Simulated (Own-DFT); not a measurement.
# What a defect does to the pressure of its cell: zincblende GaAs

Source: density functional calculations with Own-DFT, an unreviewed in-house program that is no longer used. Nothing was measured or relaxed, and spin and spin-orbit coupling are left out.

Method: PBE; PseudoDojo norm-conserving scalar-relativistic files; cutoff 42 hartree; 3 x 3 x 3 k mesh centred on Gamma; Fermi-Dirac smearing of 0.1 eV.

Limits (not all hold for every row): not probed for a lower state with spin; forces not confirmed at this smearing and k mesh; stress not checked against mesh or cutoff.

All runs share one cell, with vectors in Å (11.737, 0.000, 0.000); (0.000, 11.737, 0.000); (0.000, 0.000, 10.919) and a volume of 1504.3 Å³, strained against the parent crystal. Atoms were moved at random from their sites; u is the rms move along one axis. The defect's site can differ from row to row.

| cell | formula | u (Å) | P (GPa) |
|---|---|---|---|
| no defect | As32Ga32 | 0.0273 | 0.75 |
| no defect | As32Ga32 | 0.0322 | 0.80 |
| no defect | As32Ga32 | 0.0483 | 1.02 |
| one Al on a Ga site | AlAs32Ga31 | 0.0288 | 0.74 |
| one Al on a Ga site | AlAs32Ga31 | 0.0312 | ? |
| one Al on a Ga site | AlAs32Ga31 | 0.0483 | 1.02 |
| one Al on a Ga site | AlAs32Ga31 | 0.0489 | 1.08 |
| one P on an As site | As31Ga32P | 0.0301 | 0.52 |
| one P on an As site | As31Ga32P | 0.0303 | 0.52 |
| one P on an As site | As31Ga32P | 0.0459 | 0.71 |
| one In on a Ga site | As32Ga31In | 0.0294 | 1.31 |
| one In on a Ga site | As32Ga31In | 0.0479 | 1.70 |
| one In on a Ga site | As32Ga31In | 0.0518 | 1.54 |
| one As vacancy and one Ga vacancy | As31Ga31 | 0.0311 | 0.47 |
| one As vacancy and one Ga vacancy | As31Ga31 | 0.0480 | 0.73 |
| one As vacancy and one Ga vacancy | As31Ga31 | 0.0498 | 0.72 |

## Working it out

P = P0 + c u² + a shift for each defect gives P0 = 0.61 GPa, c = 177 ± 21 GPa/Å² and a scatter of 0.06 GPa. The shifts, and each times the cell's volume:

- one In on a Ga site: 0.56 ± 0.05 GPa, 5.3 eV
- one Al on a Ga site: 0.01 ± 0.05 GPa, 0.1 eV (not resolved)
- one P on an As site: -0.26 ± 0.05 GPa, -2.4 eV
- one As vacancy and one Ga vacancy: -0.31 ± 0.05 GPa, -2.9 eV

A positive shift means that the defect pushes the cell outwards. Shift times volume (160.2 GPa Å³ is 1 eV) depends little on the cell's size, so, taken for each site, it can be compared between cells at like pressure. The atoms around the defects weren't relaxed, which would change these numbers.

## Withheld run

Question: what pressure belongs in the blank (one Al on a Ga site, u = 0.0312 Å)?

From the fit: 0.79 ± 0.07 GPa. DFT gave 0.76 GPa.
